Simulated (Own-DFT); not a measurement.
# One cell, two functionals

All numbers below are calculated, not measured. The program, named Own-DFT, is a retired in-house plane-wave density functional code that no person has reviewed. Each row is one single-point run on a periodic cell that was not relaxed, without spin or spin-orbit coupling.

Known limits, some of them of some rows only: forces on such cells failed a check on a denser k mesh; forces on such cells moved up to 12 meV/angstrom on a denser k mesh; forces on such cells passed a denser k mesh, each cell not checked; stress not checked against mesh or cutoff.

Each cell was run twice at the same cutoff, k mesh and smearing, with PBE and with PBEsol, on PseudoDojo norm-conserving files made for PBE. Atoms were moved at random from their sites; u is the rms move along one axis. Files made for PBEsol would give a somewhat different change.

```
cell,atoms,volume (Å³/atom),u (Å),cutoff (hartree),P with PBE (GPa),P with PBEsol (GPa),change (GPa)
C11b WSi2 with one Si vacancy (Si19W10),29,13.90,0.045,50,3.49,-0.49,-3.99
C11b WSi2 with one Si vacancy (Si19W10),29,13.90,0.050,50,4.67,0.68,-3.99
C11b WSi2 with one Si vacancy (Si19W10),29,13.90,0.051,50,4.37,0.38,-3.99
D0_22 TiAl3 (Al30Ti10),40,15.63,0.018,42,1.95,0.04,-1.90
D0_22 TiAl3 (Al30Ti10),40,15.63,0.106,42,5.65,3.75,-1.90
D0_22 TiAl3 (Al30Ti10),40,15.63,0.099,42,4.85,?,?
L1_0 TiAl (Al16Ti16),32,16.06,0.054,42,1.75,-1.09,-2.84
L1_0 TiAl (Al16Ti16),32,16.04,0.053,42,2.06,-0.80,-2.86
L1_0 TiAl (Al16Ti16),32,16.06,0.021,42,1.19,-1.65,-2.84
beta-Si3N4 (N64Si48),112,10.14,0.049,42,15.30,12.83,-2.46
beta-Si3N4 (N64Si48),112,10.41,0.021,42,5.47,3.06,-2.41
beta-Si3N4 (N24Si18),42,10.50,0.049,42,6.80,4.40,-2.39
```

## Worked reading

Mean change of pressure by composition, in GPa: Si19W10, -3.99; AlTi, -2.85; N4Si3, -2.42; Al3Ti, -1.90. At a fixed cell PBEsol gives the lower pressure, because it favours a smaller volume than PBE. Here the change varies more between materials than between cells of one material.

## Withheld value

Question: what PBEsol pressure should the Al30Ti10 cell with the blank give?

Adding the mean change of the cells with its composition, -1.90 GPa, to 4.85 gives 2.9 GPa. The calculation gave 2.94 GPa.
